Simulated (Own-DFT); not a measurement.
# Point defects and the pressure they add: zincblende GaAs

The numbers are computed, not measured, by runs of the plane-wave DFT program Own-DFT (in-house, retired, unreviewed) at fixed positions, with no spin and no spin-orbit coupling.

All runs used: PBE; PseudoDojo norm-conserving scalar-relativistic files; cutoff 42 hartree; 3 x 3 x 3 k mesh centred on Gamma; Fermi-Dirac smearing of 0.1 eV.

Known weak points (not all hold for every row): not probed for a lower state with spin; forces not confirmed at this smearing and k mesh; stress not checked against mesh or cutoff.

All runs share one cell, with vectors in Å (11.737, 0.000, 0.000); (0.000, 11.737, 0.000); (0.000, 0.000, 10.919) and a volume of 1504.3 Å³, strained against the parent crystal. The atoms are randomly displaced, by u rms on each axis. The defect's site can differ from row to row.

| cell | formula | u (Å) | P (GPa) |
|---|---|---|---|
| no defect | As32Ga32 | 0.0292 | 0.77 |
| no defect | As32Ga32 | 0.0494 | 1.08 |
| no defect | As32Ga32 | 0.0536 | 1.09 |
| one Al on a Ga site | AlAs32Ga31 | 0.0297 | 0.72 |
| one Al on a Ga site | AlAs32Ga31 | 0.0308 | 0.75 |
| one Al on a Ga site | AlAs32Ga31 | 0.0497 | 1.10 |
| one Al on a Ga site | AlAs32Ga31 | 0.0533 | ? |
| one In on a Ga site | As32Ga31In | 0.0319 | 1.36 |
| one In on a Ga site | As32Ga31In | 0.0335 | 1.38 |
| one In on a Ga site | As32Ga31In | 0.0570 | 1.89 |
| one P on an As site | As31Ga32P | 0.0281 | 0.50 |
| one P on an As site | As31Ga32P | 0.0305 | 0.52 |
| one P on an As site | As31Ga32P | 0.0474 | 0.82 |
| one As vacancy and one Ga vacancy | As31Ga31 | 0.0287 | 0.48 |
| one As vacancy and one Ga vacancy | As31Ga31 | 0.0318 | 0.55 |
| one As vacancy and one Ga vacancy | As31Ga31 | 0.0510 | 0.72 |

## Fit

P = P0 + c u² + a shift for each defect gives P0 = 0.57 GPa, c = 201 ± 16 GPa/Å² and a scatter of 0.05 GPa. The shifts, and each times the cell's volume:

- one In on a Ga site: 0.62 ± 0.04 GPa, 5.8 eV
- one Al on a Ga site: 0.00 ± 0.04 GPa, 0.0 eV (not resolved)
- one P on an As site: -0.22 ± 0.04 GPa, -2.0 eV
- one As vacancy and one Ga vacancy: -0.28 ± 0.04 GPa, -2.7 eV

A positive shift means that the defect pushes the cell outwards. Shift times volume (160.2 GPa Å³ is 1 eV) depends little on the cell's size, so, taken for each site, it can be compared between cells at like pressure. The atoms around the defects weren't relaxed, which would change these numbers.

## The run left out

Asked: what pressure belongs in the blank (one Al on a Ga site, u = 0.0533 Å)?

The fit gives 1.14 ± 0.06 GPa. The hidden result is 1.08 GPa.
